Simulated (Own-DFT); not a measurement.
# Biaxial strain at fixed height in wurtzite AlGaN with randomly placed atoms, 96 atoms (Al12Ga36N48)

Calculated, not measured: single-point runs of Own-DFT, a retired in-house plane-wave DFT program that no person has reviewed, on unrelaxed cells, without spin or spin-orbit coupling.

Method: PBE; PseudoDojo norm-conserving scalar-relativistic files (stringent for Ga); cutoff 96 hartree; 3 x 4 x 3 k mesh centred on Gamma; Gaussian smearing of 0.01 eV.

Caveats: k mesh not checked against a denser one; stress not checked against mesh or cutoff.

Unstrained cell vectors in Å: (12.679, 0.000, 0.000); (-4.755, 8.235, 0.000); (0.000, 0.000, 10.268). The unstrained cell has measured lattice constants (interpolated for alloys), not those of this functional. That, the random moves and any unrelaxed bonds set the pressure at no strain. Each run strains x and y alike by e, as a substrate would, and holds the height along z. Each coordinate of each atom was shifted by a normal deviate of width 0.05 Å. The random placing of the alloy's atoms differs from row to row. Stress is positive in tension.

| e (%) | u (Å) | (s_xx + s_yy)/2 (GPa) | s_zz (GPa) |
|---|---|---|---|
| -3.00 | 0.052 | -25.51 | -13.72 |
| -2.75 | 0.051 | -24.33 | -13.04 |
| -2.50 | 0.050 | -22.48 | -12.20 |
| -1.75 | 0.053 | ? | ? |
| -1.00 | 0.047 | -12.58 | -9.18 |
| -0.25 | 0.049 | -7.77 | -9.10 |
| 0.50 | 0.050 | -3.68 | -8.10 |
| 1.25 | 0.052 | 0.15 | -6.92 |
| 1.75 | 0.050 | 1.61 | -3.79 |
| 3.00 | 0.052 | 6.70 | -3.25 |

## Fit

With e as a fraction, the in-plane stress is -6.5 + 544 e - 3467 e² GPa (errors 6 and 336, scatter 0.34), and s_zz is -8.2 + 173 e GPa (slope ± 13, scatter 0.79). At e = 0 the first slope is C11 + C12 and the second 2 C13, both with the ions held to the strained lattice and at the cell's own pressure. The term in e² is negative: the layer stiffens under compression and softens under tension. A free layer would change its height as e changes, and the in-plane slope would drop by 2 C13²/C33 to the biaxial modulus. At fixed height, a misfit of 1 % moves the in-plane stress by about 5.4 GPa and s_zz by 1.7 GPa.

## Test on the hidden row

Question: what are the two stresses at e = -1.75 %?

Estimate: -17.1 and -11.3 GPa. DFT gave -17.56 and -11.04 GPa.
